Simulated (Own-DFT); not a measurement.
## Calculated data, Ti7Si13 (C49 TiSi2 crystal with substituted atoms, atoms displaced)

A calculation, not a measurement: plane-wave density functional theory by an unreviewed code, no spin, of a simulated periodic cell, stress positive in tension, run twice, with PBE and with PBEsol, both on files made for PBE, so the change isn't that of files made for PBEsol, forces on such cells moved up to 12 meV/angstrom on a denser k mesh; the far tail of each file's local potential was reset to the Coulomb form; each entry is a single point on an unrelaxed cell, so the pressure reflects the starting lattice, taken from the Materials Project, from which strain is counted, and rises with the displacements; printed positions are rounded, which can move forces by about a meV/angstrom; the program, named Own-DFT, is a retired in-house code; no spin-orbit coupling; stress was not checked against mesh or cutoff. Program: Own-DFT development build.

Common to all runs: functional PBE, then PBEsol; potential files PseudoDojo norm-conserving, scalar-relativistic, standard set; wave cutoff 42 hartree; occupations cold (Marzari-Vanderbilt); smearing width 0.2 eV; k mesh 4 x 4 x 4 centred on Gamma.

(1) Ti7Si13 (C49 TiSi2 crystal with substituted atoms, atoms displaced)

```cif
# cell vector a (Å): 5.2953 -6.7593 3.5652
# cell vector b (Å): 7.0604 0.0000 -7.1303
# cell vector c (Å): 5.2953 6.7593 3.5652
data_Ti7Si13
_symmetry_space_group_name_H-M 'P 1'
_symmetry_Int_Tables_number 1
_cell_length_a 9.2973
_cell_length_b 10.0345
_cell_length_c 9.2973
_cell_angle_alpha 82.631
_cell_angle_beta 93.274
_cell_angle_gamma 82.631
_cell_volume 850.71
loop_
_atom_site_label
_atom_site_type_symbol
_atom_site_fract_x
_atom_site_fract_y
_atom_site_fract_z
_atom_site_occupancy
Ti1 Ti 0.94870 0.92454 0.15981 1
Ti2 Ti 0.85254 0.87736 0.64543 1
Si1 Si 0.60370 0.93101 0.48425 1
Si2 Si 0.19274 0.87490 0.31217 1
Si3 Si 0.89988 0.02550 0.40748 1
Si4 Si 0.90300 0.77014 0.40323 1
Ti3 Ti 0.94940 0.42569 0.15262 1
Ti4 Ti 0.85518 0.38143 0.64597 1
Si5 Si 0.60901 0.42071 0.48527 1
Si6 Si 0.20032 0.37601 0.30740 1
Si7 Si 0.90214 0.52343 0.40764 1
Si8 Si 0.89959 0.28046 0.39740 1
Ti5 Ti 0.74665 0.72981 0.95046 1
Ti6 Ti 0.65078 0.67379 0.44333 1
Si9 Si 0.41213 0.72831 0.29688 1
Ti7 Ti 0.99201 0.67705 0.11049 1
Si10 Si 0.70184 0.82500 0.19726 1
Si11 Si 0.69470 0.57729 0.20056 1
Ti8 Ti 0.54429 0.02235 0.75714 1
Ti9 Ti 0.45390 0.97424 0.24445 1
Si12 Si 0.20376 0.02900 0.08732 1
Si13 Si 0.78875 0.96932 0.90706 1
Si14 Si 0.49586 0.12976 0.99988 1
Si15 Si 0.49975 0.87256 0.00144 1
Ti10 Ti 0.74110 0.22869 0.94324 1
Ti11 Ti 0.64580 0.17031 0.44226 1
Si16 Si 0.40947 0.22249 0.29073 1
Si17 Si 0.99940 0.17419 0.10762 1
Si18 Si 0.69784 0.32930 0.19487 1
Si19 Si 0.69872 0.07645 0.19649 1
Ti12 Ti 0.54635 0.52841 0.75229 1
Ti13 Ti 0.45262 0.47832 0.24239 1
Si20 Si 0.20325 0.52412 0.09198 1
Si21 Si 0.78683 0.47723 0.90737 1
Si22 Si 0.49509 0.62115 0.00177 1
Si23 Si 0.50039 0.37849 0.99968 1
Ti14 Ti 0.34882 0.82619 0.55168 1
Ti15 Ti 0.25603 0.78108 0.04907 1
Si24 Si 0.00118 0.82326 0.89270 1
Si25 Si 0.59553 0.77381 0.71079 1
Si26 Si 0.29893 0.92866 0.81196 1
Si27 Si 0.30411 0.67381 0.80249 1
Ti16 Ti 0.34534 0.32372 0.55304 1
Ti17 Ti 0.25574 0.27492 0.04201 1
Si28 Si 0.00983 0.32365 0.89040 1
Si29 Si 0.59099 0.27416 0.70813 1
Si30 Si 0.30241 0.42641 0.80210 1
Si31 Si 0.30054 0.17968 0.80266 1
Ti18 Ti 0.14480 0.63035 0.34504 1
Ti19 Ti 0.05117 0.57558 0.84844 1
Si32 Si 0.81015 0.62537 0.69052 1
Si33 Si 0.38852 0.57573 0.50720 1
Si34 Si 0.10273 0.72424 0.59789 1
Si35 Si 0.10437 0.47305 0.59791 1
Ti20 Ti 0.15166 0.12279 0.35303 1
Ti21 Ti 0.05216 0.07044 0.84744 1
Si36 Si 0.80438 0.12544 0.69630 1
Si37 Si 0.39393 0.07375 0.51204 1
Si38 Si 0.10145 0.22645 0.60515 1
Si39 Si 0.10034 0.97864 0.60276 1
```

* PBE pressure: 3.45 GPa
* PBE stress xx: -2.84 GPa
* PBE stress yy: -2.24 GPa
* PBE stress zz: -5.27 GPa
* PBE stress yz: 0.22 GPa
* PBE stress xz: -0.09 GPa
* PBE stress xy: -0.06 GPa
* PBEsol pressure: 0.06 GPa
* PBEsol stress xx: 0.62 GPa
* PBEsol stress yy: 1.37 GPa
* PBEsol stress zz: -2.19 GPa
* PBEsol stress yz: 0.23 GPa
* PBEsol stress xz: -0.09 GPa
* PBEsol stress xy: -0.06 GPa
* rms change of force components from PBE to PBEsol: 0.022 eV/Å

Force:
```csv
force element,PBE force x (eV/Å),PBE force y (eV/Å),PBE force z (eV/Å),PBEsol force x (eV/Å),PBEsol force y (eV/Å),PBEsol force z (eV/Å)
Ti,0.476,-0.817,-1.474,0.436,-0.844,-1.42
Ti,-0.157,0.236,0.038,-0.152,0.257,0.041
Si,-0.07,-0.031,1.634,-0.074,-0.083,1.632
Si,-0.146,-0.198,-0.458,-0.144,-0.152,-0.461
Si,-0.279,-0.386,-0.283,-0.291,-0.38,-0.283
Si,-0.212,-0.153,-0.624,-0.212,-0.159,-0.635
Ti,-0.891,-0.301,1.04,-0.851,-0.329,0.997
Ti,-0.704,0.444,0.574,-0.691,0.454,0.567
Si,0.308,0.252,-0.15,0.302,0.205,-0.156
Si,-0.496,0.463,-0.096,-0.485,0.522,-0.095
Si,-0.372,-0.695,-0.851,-0.377,-0.685,-0.857
Si,-0.295,-0.027,0.419,-0.293,-0.033,0.421
Ti,-1.3,-0.139,-0.24,-1.258,-0.168,-0.211
Ti,0.719,0.195,0.321,0.71,0.206,0.319
Si,-0.731,-0.155,-0.322,-0.717,-0.21,-0.325
Ti,-0.44,4.032,-0.303,-0.426,3.983,-0.294
Si,0.253,-0.033,0.297,0.257,-0.038,0.301
Si,0.522,-0.741,0.199,0.527,-0.727,0.202
Ti,0.16,-0.471,-0.334,0.164,-0.485,-0.335
Ti,-0.08,0.244,-0.447,-0.077,0.262,-0.443
Si,0.35,-0.323,1.194,0.344,-0.378,1.21
Si,0.899,0.274,-0.599,0.881,0.33,-0.599
Si,-0.042,-0.304,0.48,-0.047,-0.299,0.481
Si,0.209,-0.089,0.003,0.213,-0.089,0.003
Ti,0.797,0.19,0.998,0.785,0.173,0.98
Ti,1.432,-0.49,-0.034,1.413,-0.469,-0.034
Si,-0.088,-0.076,-0.219,-0.089,-0.128,-0.206
Si,-0.337,1.084,-0.912,-0.329,1.144,-0.913
Si,0.053,-0.023,0.441,0.052,-0.023,0.442
Si,0.133,-0.217,0.208,0.136,-0.214,0.215
Ti,-0.396,-0.179,0.291,-0.389,-0.185,0.296
Ti,-0.075,0.544,0.495,-0.073,0.548,0.494
Si,0.338,-0.722,0.391,0.332,-0.731,0.323
Si,0.511,-0.132,0.417,0.501,-0.088,0.415
Si,0.573,-0.373,-0.341,0.578,-0.364,-0.341
Si,-0.384,-0.164,0.183,-0.39,-0.163,0.185
Ti,0.219,0.395,0.234,0.212,0.364,0.227
Ti,-0.573,0.267,0.415,-0.583,0.295,0.412
Si,0.383,-0.867,-0.334,0.377,-0.879,-0.267
Si,-0.244,0.019,-0.759,-0.237,0.071,-0.763
Si,-0.726,-0.656,-0.212,-0.727,-0.641,-0.212
Si,-0.065,0.043,-0.657,-0.064,0.038,-0.664
Ti,0.312,-0.31,0.127,0.306,-0.32,0.132
Ti,0.393,0.805,-0.01,0.384,0.812,-0.01
Si,-0.038,0.1,-0.296,-0.036,0.051,-0.305
Si,-0.248,0.141,-0.661,-0.245,0.202,-0.662
Si,-0.128,-0.023,-0.257,-0.13,-0.022,-0.256
Si,-0.491,-0.248,0.115,-0.489,-0.247,0.116
Ti,1.168,-0.228,2.127,1.12,-0.249,2.065
Ti,-0.42,-0.742,0.084,-0.399,-0.7,0.084
Si,0.074,-0.112,-0.29,0.074,-0.166,-0.283
Si,-0.053,0.094,0.245,-0.052,0.142,0.249
Si,0.333,0.212,-0.107,0.338,0.208,-0.106
Si,0.367,0.215,-0.222,0.367,0.211,-0.217
Ti,0.27,0.409,-0.309,0.267,0.387,-0.303
Ti,0.326,0.163,-0.698,0.334,0.172,-0.692
Si,-0.225,-0.5,-0.216,-0.219,-0.55,-0.207
Si,-0.238,0.451,-0.514,-0.233,0.504,-0.52
Si,-0.446,-0.116,-0.088,-0.448,-0.116,-0.091
Si,-0.188,-0.233,0.348,-0.185,-0.229,0.356
```

(2) Ti7Si13 (C49 TiSi2 crystal with substituted atoms, atoms displaced)

```cif
# cell vector a (Å): 5.2953 -6.7593 3.5652
# cell vector b (Å): 7.0604 0.0000 -7.1303
# cell vector c (Å): 5.2953 6.7593 3.5652
data_Ti7Si13
_symmetry_space_group_name_H-M 'P 1'
_symmetry_Int_Tables_number 1
_cell_length_a 9.2973
_cell_length_b 10.0345
_cell_length_c 9.2973
_cell_angle_alpha 82.631
_cell_angle_beta 93.274
_cell_angle_gamma 82.631
_cell_volume 850.71
loop_
_atom_site_label
_atom_site_type_symbol
_atom_site_fract_x
_atom_site_fract_y
_atom_site_fract_z
_atom_site_occupancy
Ti1 Ti 0.94552 0.92527 0.15460 1
Ti2 Ti 0.85256 0.87544 0.64790 1
Si1 Si 0.60506 0.92787 0.49104 1
Si2 Si 0.19116 0.87111 0.30944 1
Si3 Si 0.89902 0.02796 0.40338 1
Si4 Si 0.90169 0.77037 0.39857 1
Ti3 Ti 0.94915 0.42166 0.15172 1
Ti4 Ti 0.85120 0.37614 0.64938 1
Si5 Si 0.61118 0.42459 0.49217 1
Si6 Si 0.19372 0.37627 0.31119 1
Si7 Si 0.90245 0.52980 0.39836 1
Ti5 Ti 0.90199 0.27547 0.40531 1
Ti6 Ti 0.74158 0.72909 0.95012 1
Ti7 Ti 0.65517 0.68199 0.44606 1
Si8 Si 0.41087 0.72619 0.29127 1
Si9 Si 0.99857 0.67458 0.10840 1
Si10 Si 0.69424 0.82732 0.19784 1
Si11 Si 0.70301 0.57186 0.20402 1
Ti8 Ti 0.54916 0.02965 0.75532 1
Ti9 Ti 0.45912 0.97273 0.25252 1
Si12 Si 0.20339 0.02282 0.09487 1
Si13 Si 0.79151 0.97409 0.90877 1
Si14 Si 0.50316 0.12380 0.99884 1
Si15 Si 0.49684 0.87384 0.00533 1
Ti10 Ti 0.74318 0.22392 0.95907 1
Ti11 Ti 0.64826 0.17471 0.44391 1
Si16 Si 0.40576 0.22189 0.29174 1
Si17 Si 0.99087 0.17720 0.10478 1
Si18 Si 0.70326 0.32446 0.20157 1
Si19 Si 0.69689 0.07516 0.20116 1
Ti12 Ti 0.54550 0.51939 0.75659 1
Ti13 Ti 0.45429 0.47026 0.24961 1
Si20 Si 0.21116 0.52706 0.08668 1
Si21 Si 0.79056 0.47713 0.90330 1
Si22 Si 0.50344 0.62623 0.99920 1
Si23 Si 0.49479 0.37689 0.00043 1
Ti14 Ti 0.34863 0.82533 0.55491 1
Ti15 Ti 0.25541 0.77329 0.04906 1
Si24 Si 0.00810 0.82436 0.88436 1
Si25 Si 0.59109 0.77735 0.70593 1
Si26 Si 0.30052 0.92800 0.79862 1
Si27 Si 0.29790 0.67720 0.79683 1
Ti16 Ti 0.34388 0.32641 0.54945 1
Ti17 Ti 0.25450 0.27393 0.04235 1
Si28 Si 0.00846 0.32722 0.89314 1
Si29 Si 0.59214 0.27002 0.70623 1
Si30 Si 0.30235 0.42603 0.79954 1
Si31 Si 0.30338 0.17510 0.80451 1
Ti18 Ti 0.14412 0.62481 0.35576 1
Ti19 Ti 0.05395 0.57118 0.84295 1
Si32 Si 0.80702 0.62764 0.69205 1
Si33 Si 0.39526 0.57681 0.50846 1
Si34 Si 0.09961 0.73059 0.59676 1
Si35 Si 0.10021 0.47730 0.60278 1
Ti20 Ti 0.14777 0.12333 0.34936 1
Ti21 Ti 0.05094 0.07365 0.84976 1
Si36 Si 0.80859 0.12322 0.69284 1
Si37 Si 0.38956 0.07971 0.50772 1
Si38 Si 0.10251 0.22645 0.60475 1
Si39 Si 0.09908 0.97832 0.59879 1
```

* PBE pressure: 3.39 GPa
* PBE stress xx: -3.98 GPa
* PBE stress yy: -2.28 GPa
* PBE stress zz: -3.9 GPa
* PBE stress yz: 0.04 GPa
* PBE stress xz: -0.07 GPa
* PBE stress xy: 0 GPa
* PBEsol pressure: 0 GPa
* PBEsol stress xx: -0.48 GPa
* PBEsol stress yy: 1.34 GPa
* PBEsol stress zz: -0.85 GPa
* PBEsol stress yz: 0.04 GPa
* PBEsol stress xz: -0.07 GPa
* PBEsol stress xy: 0 GPa
* rms change of force components from PBE to PBEsol: 0.021 eV/Å

Force:
```csv
force element,PBE force x (eV/Å),PBE force y (eV/Å),PBE force z (eV/Å),PBEsol force x (eV/Å),PBEsol force y (eV/Å),PBEsol force z (eV/Å)
Ti,-0.346,-0.264,0.076,-0.341,-0.286,0.076
Ti,-0.373,-0.056,-0.022,-0.369,-0.037,-0.016
Si,0.372,-0.211,0.409,0.363,-0.267,0.401
Si,0.205,0.212,-0.064,0.201,0.266,-0.061
Si,-0.793,-0.072,0.347,-0.758,-0.069,0.302
Si,0.403,0.15,-0.705,0.404,0.147,-0.717
Ti,0.429,-0.279,-0.957,0.423,-0.261,-0.925
Ti,0.821,0.324,0.12,0.8,0.303,0.121
Si,0,-0.51,0.033,-0.002,-0.566,0.036
Si,-0.948,0.341,-0.381,-0.938,0.396,-0.382
Si,-0.173,0.361,0.243,-0.211,0.357,0.295
Ti,0.139,-0.194,-0.318,0.138,-0.189,-0.318
Ti,0.31,-0.183,0.734,0.304,-0.197,0.721
Ti,-0.495,0.442,0.352,-0.489,0.454,0.342
Si,-0.217,-0.126,0.247,-0.21,-0.18,0.244
Si,-0.457,0.336,-0.673,-0.447,0.39,-0.673
Si,0.317,-0.335,0.477,0.321,-0.327,0.482
Si,-0.135,-0.062,-0.409,-0.134,-0.059,-0.411
Ti,-0.892,-0.003,0.35,-0.882,-0.018,0.348
Ti,-0.86,0.517,-0.916,-0.851,0.526,-0.903
Si,0.178,-0.445,0.008,0.174,-0.493,0.006
Si,0.216,0.224,0.096,0.213,0.276,0.097
Si,0.106,0.438,-0.023,0.11,0.427,-0.024
Si,-0.138,-0.4,-0.359,-0.142,-0.395,-0.36
Ti,-0.392,-0.945,-0.369,-0.396,-0.956,-0.364
Ti,-0.082,0.412,0.238,-0.066,0.4,0.238
Si,0.012,-0.44,-0.555,0.013,-0.495,-0.552
Si,0.343,0.814,0.413,0.342,0.872,0.411
Si,-0.454,0.185,-0.317,-0.421,0.184,-0.272
Si,0.219,-0.301,0.176,0.225,-0.298,0.175
Ti,0.249,-0.575,-0.649,0.249,-0.586,-0.646
Ti,0.268,-0.052,-0.78,0.265,-0.033,-0.777
Si,-0.088,0.013,0.769,-0.089,-0.04,0.773
Si,0.068,0.36,0.439,0.063,0.413,0.44
Si,-0.221,0.342,0.059,-0.221,0.335,0.057
Si,0.289,-0.212,0.484,0.288,-0.21,0.489
Ti,-0.153,0.046,-0.373,-0.153,0.031,-0.371
Ti,-0.201,0.055,-0.446,-0.199,0.073,-0.443
Si,0.363,0.173,0.53,0.357,0.125,0.522
Si,0.036,0.324,0.193,0.038,0.375,0.191
Si,-0.01,0.201,0.212,-0.013,0.197,0.214
Si,0.204,-0.024,0.324,0.205,-0.026,0.326
Ti,0.997,-0.03,0.424,0.99,-0.051,0.425
Ti,0.286,0.639,0.097,0.282,0.646,0.09
Si,-0.417,-0.293,0.253,-0.407,-0.347,0.248
Si,0.478,0.408,-0.526,0.473,0.462,-0.526
Si,-0.211,0.094,-0.038,-0.212,0.094,-0.04
Si,-0.403,-0.106,-0.333,-0.394,-0.103,-0.332
Ti,0.536,-0.795,0.126,0.534,-0.8,0.118
Ti,0.652,0.568,-0.373,0.645,0.578,-0.369
Si,-0.112,-0.379,-0.074,-0.107,-0.436,-0.075
Si,-0.228,0.213,0.043,-0.227,0.268,0.044
Si,-0.05,0.193,0.313,-0.055,0.189,0.317
Si,-0.29,-0.31,0.004,-0.289,-0.308,0
Ti,0.2,-0.102,0.436,0.201,-0.087,0.409
Ti,0.171,-0.394,0.078,0.17,-0.376,0.08
Si,0.095,-0.702,-0.45,0.093,-0.759,-0.443
Si,-0.037,0.259,0.633,-0.034,0.31,0.633
Si,0.178,0.068,0.229,0.138,0.069,0.183
Si,0.037,0.088,0.148,0.039,0.089,0.145
```

(3) Ti7Si13 (C49 TiSi2 crystal with substituted atoms, atoms displaced)

```cif
# cell vector a (Å): 5.2953 -6.7593 3.5652
# cell vector b (Å): 7.0604 0.0000 -7.1303
# cell vector c (Å): 5.2953 6.7593 3.5652
data_Ti7Si13
_symmetry_space_group_name_H-M 'P 1'
_symmetry_Int_Tables_number 1
_cell_length_a 9.2973
_cell_length_b 10.0345
_cell_length_c 9.2973
_cell_angle_alpha 82.631
_cell_angle_beta 93.274
_cell_angle_gamma 82.631
_cell_volume 850.71
loop_
_atom_site_label
_atom_site_type_symbol
_atom_site_fract_x
_atom_site_fract_y
_atom_site_fract_z
_atom_site_occupancy
Ti1 Ti 0.94911 0.92049 0.15392 1
Ti2 Ti 0.85303 0.87729 0.64340 1
Si1 Si 0.60811 0.92652 0.48916 1
Si2 Si 0.18878 0.87223 0.30228 1
Si3 Si 0.90267 0.02861 0.39574 1
Si4 Si 0.90710 0.77395 0.40592 1
Ti3 Ti 0.94533 0.42715 0.15355 1
Ti4 Ti 0.85644 0.37340 0.64307 1
Si5 Si 0.60358 0.42638 0.49634 1
Si6 Si 0.19705 0.37709 0.30849 1
Si7 Si 0.90543 0.52448 0.40115 1
Si8 Si 0.90489 0.27353 0.39219 1
Ti5 Ti 0.74982 0.72509 0.95172 1
Ti6 Ti 0.65090 0.67995 0.44874 1
Si9 Si 0.40776 0.72586 0.28665 1
Si10 Si 0.98979 0.66994 0.10092 1
Si11 Si 0.69709 0.82302 0.20639 1
Si12 Si 0.69942 0.57304 0.20008 1
Ti7 Ti 0.55350 0.02369 0.75033 1
Ti8 Ti 0.45482 0.97586 0.24360 1
Si13 Si 0.20370 0.02512 0.09558 1
Si14 Si 0.78623 0.97525 0.90395 1
Si15 Si 0.50393 0.12779 0.99864 1
Si16 Si 0.49765 0.87465 0.99924 1
Ti9 Ti 0.75250 0.22602 0.95633 1
Ti10 Ti 0.64834 0.17698 0.44443 1
Si17 Si 0.41082 0.22471 0.29404 1
Ti11 Ti 0.99053 0.17747 0.10450 1
Si18 Si 0.70068 0.32479 0.20691 1
Si19 Si 0.70795 0.07684 0.20250 1
Ti12 Ti 0.54661 0.53309 0.74854 1
Ti13 Ti 0.45602 0.47378 0.24211 1
Si20 Si 0.19889 0.52498 0.09156 1
Si21 Si 0.79229 0.47550 0.90584 1
Si22 Si 0.49816 0.62076 0.00027 1
Si23 Si 0.50207 0.37753 0.00624 1
Ti14 Ti 0.34787 0.82294 0.55536 1
Ti15 Ti 0.25363 0.77464 0.05006 1
Si24 Si 0.01318 0.82000 0.89093 1
Si25 Si 0.58876 0.77513 0.71043 1
Si26 Si 0.30290 0.92571 0.79986 1
Si27 Si 0.30283 0.67285 0.80381 1
Ti16 Ti 0.34015 0.32253 0.54722 1
Ti17 Ti 0.25533 0.27817 0.04408 1
Si28 Si 0.01234 0.32095 0.90063 1
Si29 Si 0.59471 0.27486 0.70641 1
Si30 Si 0.29632 0.42873 0.79773 1
Si31 Si 0.30186 0.17200 0.79806 1
Ti18 Ti 0.14638 0.62509 0.35567 1
Ti19 Ti 0.05319 0.57144 0.84262 1
Si32 Si 0.80596 0.62687 0.69500 1
Si33 Si 0.39347 0.57608 0.50932 1
Si34 Si 0.10274 0.73179 0.60395 1
Si35 Si 0.10334 0.47514 0.60227 1
Ti20 Ti 0.14438 0.12322 0.35467 1
Ti21 Ti 0.05096 0.07951 0.84476 1
Si36 Si 0.80667 0.12241 0.69131 1
Si37 Si 0.39400 0.07363 0.50848 1
Si38 Si 0.09795 0.22970 0.59691 1
Si39 Si 0.09988 0.97245 0.60071 1
```

* PBE pressure: 3.69 GPa
* PBE stress xx: -2.64 GPa
* PBE stress yy: -2.74 GPa
* PBE stress zz: -5.69 GPa
* PBE stress yz: -0.26 GPa
* PBE stress xz: -0.06 GPa
* PBE stress xy: 0.09 GPa
* PBEsol pressure: 0.3 GPa
* PBEsol stress xx: 0.82 GPa
* PBEsol stress yy: 0.89 GPa
* PBEsol stress zz: -2.63 GPa
* PBEsol stress yz: -0.27 GPa
* PBEsol stress xz: -0.06 GPa
* PBEsol stress xy: 0.09 GPa
* rms change of force components from PBE to PBEsol: 0.023 eV/Å

Force:
```csv
force element,PBE force x (eV/Å),PBE force y (eV/Å),PBE force z (eV/Å),PBEsol force x (eV/Å),PBEsol force y (eV/Å),PBEsol force z (eV/Å)
Ti,-1.049,-0.537,0.424,-1.003,-0.559,0.39
Ti,0.069,0.378,0.457,0.072,0.393,0.457
Si,0.06,-0.067,0.208,0.062,-0.118,0.217
Si,0.714,0.379,0.546,0.7,0.436,0.548
Si,-0.185,0.177,0.219,-0.181,0.167,0.23
Si,-0.474,0,-0.475,-0.473,-0.003,-0.481
Ti,0.591,-0.783,-0.873,0.558,-0.806,-0.834
Ti,0.282,0.714,-0.164,0.281,0.728,-0.16
Si,-0.035,-0.739,-0.035,-0.035,-0.799,-0.036
Si,-0.877,0.282,-0.18,-0.86,0.339,-0.176
Si,-0.184,0.343,-0.268,-0.189,0.334,-0.264
Si,0.109,0.42,-0.027,0.115,0.404,-0.028
Ti,-0.334,0.444,-0.254,-0.338,0.416,-0.254
Ti,-0.395,-0.374,0.505,-0.392,-0.35,0.499
Si,0.282,0.101,0.507,0.279,0.049,0.506
Si,0.78,0.936,-0.277,0.768,1,-0.283
Si,0.089,-0.607,-0.139,0.094,-0.596,-0.141
Si,0.402,-0.13,-0.084,0.398,-0.133,-0.082
Ti,-0.297,0.677,-0.442,-0.297,0.651,-0.435
Ti,-0.033,0.409,0.07,-0.031,0.424,0.078
Si,0.093,-0.842,0.332,0.092,-0.853,0.264
Si,0.907,-0.075,1.001,0.891,-0.026,1.004
Si,-0.147,0.044,0.231,-0.143,0.044,0.233
Si,0.324,-0.26,0.183,0.328,-0.255,0.188
Ti,-1.465,-0.456,-1.658,-1.414,-0.483,-1.596
Ti,0.577,-0.241,0.555,0.57,-0.224,0.552
Si,-0.553,-0.217,-0.352,-0.542,-0.269,-0.348
Ti,0.153,4.811,1.442,0.142,4.76,1.419
Si,-0.21,-0.622,0.01,-0.214,-0.614,0.006
Si,-0.45,-0.11,-0.184,-0.457,-0.115,-0.19
Ti,-0.345,0.26,1.052,-0.336,0.239,1.031
Ti,0.26,1.073,-0.206,0.25,1.076,-0.203
Si,0.458,-0.782,0.496,0.449,-0.842,0.5
Si,0.004,0.107,0.187,0.006,0.159,0.194
Si,0.587,-0.224,-0.316,0.594,-0.218,-0.317
Si,-0.746,-0.583,0.057,-0.748,-0.571,0.059
Ti,-0.083,-0.206,-0.457,-0.082,-0.214,-0.445
Ti,-0.469,-0.33,-0.061,-0.464,-0.311,-0.058
Si,0.136,0.051,-0.894,0.135,0.007,-0.899
Si,0.352,-0.126,-0.277,0.344,-0.079,-0.28
Si,-0.093,0.189,-0.019,-0.104,0.186,-0.018
Si,-0.066,-0.023,-0.359,-0.065,-0.029,-0.365
Ti,1.3,-0.3,0.392,1.285,-0.321,0.383
Ti,0.335,-0.096,0.587,0.313,-0.06,0.578
Si,-0.3,-1.146,-2.346,-0.296,-1.149,-2.272
Si,0.141,0.657,-0.043,0.138,0.71,-0.035
Si,0.026,-0.321,0.642,0.027,-0.31,0.655
Si,0.258,-0.101,-0.266,0.26,-0.099,-0.277
Ti,-0.108,-0.484,0.084,-0.11,-0.496,0.083
Ti,0.396,0.331,-0.217,0.403,0.348,-0.212
Si,-0.219,-0.509,-0.133,-0.215,-0.56,-0.139
Si,-0.464,0.269,-0.431,-0.452,0.325,-0.44
Si,-0.632,-0.021,0.454,-0.638,-0.022,0.468
Si,-0.248,-0.083,-0.369,-0.246,-0.082,-0.378
Ti,1.066,-1.223,1.12,1.028,-1.232,1.075
Ti,-0.607,-0.354,0.72,-0.576,-0.313,0.711
Si,0.262,-0.496,-0.387,0.255,-0.551,-0.382
Si,-0.329,0.445,-0.165,-0.322,0.499,-0.168
Si,-0.131,0.057,0.347,-0.135,0.056,0.352
Si,0.515,-0.086,-0.47,0.519,-0.087,-0.483
```
